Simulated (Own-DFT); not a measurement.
# Misfit strain and the stress it brings: diamond-structure SiGeSn with randomly placed atoms, 64 atoms (Ge48Si8Sn8)

Source: density functional calculations with Own-DFT, an unreviewed in-house program that is no longer used. Nothing was measured or relaxed, and spin and spin-orbit coupling are left out.

Settings: PBE; PseudoDojo norm-conserving scalar-relativistic files; cutoff 49 hartree; 3 x 3 x 3 k mesh centred on Gamma; Fermi-Dirac smearing of 0.1 eV.

Caveats: forces on such cells moved up to 12 meV/angstrom on a denser k mesh; stress not checked against mesh or cutoff.

Unstrained cell vectors in Å: (11.467, 0.000, 0.000); (0.000, 11.467, 0.000); (0.000, 0.000, 11.467). The unstrained cell has measured lattice constants (interpolated for alloys), not those of this functional. That, the random moves and any unrelaxed bonds set the pressure at no strain. Each run strains x and y alike by e, as a substrate would, and holds the height along z. Random moves of width 0.05 Å per axis were added to every atom. The random placing of the alloy's atoms differs from row to row. Stress is positive in tension.

| e (%) | u (Å) | (s_xx + s_yy)/2 (GPa) | s_zz (GPa) |
|---|---|---|---|
| -2.75 | 0.050 | -10.50 | -8.64 |
| -2.50 | 0.047 | -9.92 | -8.38 |
| -2.25 | 0.046 | -9.23 | -7.83 |
| -2.00 | 0.052 | ? | ? |
| -1.25 | 0.047 | -7.43 | -6.58 |
| -0.25 | 0.051 | -5.28 | -5.15 |
| 0.25 | 0.051 | -4.47 | -4.56 |
| 1.25 | 0.051 | -2.78 | -3.43 |
| 1.50 | 0.050 | -2.39 | -3.36 |
| 2.50 | 0.050 | -1.18 | -2.64 |

## What the rows give

With e as a fraction, the in-plane stress is -4.9 + 176 e - 1011 e² GPa (errors 2 and 142, scatter 0.11), and s_zz is -4.9 + 115 e - 937 e² GPa (slope ± 2, scatter 0.10). At e = 0 the first slope is C11 + C12 and the second 2 C12, both with the ions held to the strained lattice and at the cell's own pressure. The term in e² is negative: the layer stiffens under compression and softens under tension. A free layer would change its height as e changes, and the in-plane slope would drop by 2 C12²/C11 to the biaxial modulus. At fixed height, a misfit of 1 % moves the in-plane stress by about 1.8 GPa and s_zz by 1.1 GPa.

## Check

Asked: what are the two stresses at e = -2.00 %?

Estimate: -8.8 and -7.5 GPa. DFT gave -8.87 and -7.58 GPa.
